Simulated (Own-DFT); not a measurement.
# Response to strain: wurtzite GaN, 72 atoms (Ga36N36)

All numbers below are calculated, not measured. The program, named Own-DFT, is a retired in-house plane-wave density functional code that no person has reviewed. Each row is one single-point run on a periodic cell that was not relaxed, without spin or spin-orbit coupling.

Settings of every run: PBE; PseudoDojo norm-conserving scalar-relativistic files (stringent for Ga); cutoff 96 hartree; 4 x 4 x 3 k mesh centred on Gamma; Gaussian smearing of 0.01 eV.

Known limits: forces not confirmed at this smearing and k mesh; stress not checked against mesh or cutoff.

Unstrained cell vectors in Å: (9.567, 0.000, 0.000); (-4.784, 8.285, 0.000); (0.000, 0.000, 10.370). The unstrained cell has measured lattice constants (interpolated for alloys), not those of this functional. That, the random moves and any unrelaxed bonds set the pressure at no strain. Each run strains this cell uniformly, with the atoms carried along. Every atom was also moved at random, by a Gaussian of width 0.05 Å on each axis. Strain is the symmetric tensor, in per cent. Stress is positive in tension, and the pressure is minus a third of its trace.

| run | e_xx (%) | e_yy (%) | e_zz (%) | s_xx (GPa) | s_yy (GPa) | s_zz (GPa) | P (GPa) | E (meV/atom) |
|---|---|---|---|---|---|---|---|---|
| 1 | 1.50 | 1.50 | 0.00 | 0.59 | -0.19 | -5.32 | 1.64 | 9.6 |
| 2 | -2.25 | -2.25 | 0.00 | -19.51 | -19.03 | -11.44 | 16.66 | 42.3 |
| 3 | -1.00 | -1.00 | 0.00 | -12.72 | -14.00 | -7.66 | 11.46 | 26.6 |
| 4 | -1.75 | -1.75 | 0.00 | -17.03 | -17.71 | -9.79 | 14.84 | 44.7 |
| 5 | 2.00 | 2.00 | 0.00 | 3.03 | 2.85 | -5.07 | -0.27 | 2.0 |
| 6 | -0.75 | -0.75 | 0.00 | -12.53 | -10.34 | -6.77 | 9.88 | 10.1 |
| 7 | 0.25 | 0.25 | 0.00 | -4.69 | -5.41 | -7.68 | 5.93 | 8.9 |
| 8 | 2.75 | 2.75 | 0.00 | 6.37 | 5.41 | -3.53 | -2.75 | 0.0 |
| 9 | -0.25 | -0.25 | 0.00 | ? | ? | ? | ? | ? |

E is the free energy for each atom above the lowest run shown.

## Worked fit

The change of volume is close to e_xx + e_yy + e_zz. A straight line through the runs shown gives P = 7.60 - 195 x (fractional change of volume) GPa, with an error of 5 on the slope and a scatter of 0.51 GPa. The strain isn't the same on all axes and the cell isn't cubic, so the slope belongs to this path and is not the bulk modulus.

## Withheld run

Question: what pressure should run 9 give? Its volume changes by -0.50 %.

The line gives 8.6 GPa. The calculation gave 8.24 GPa.
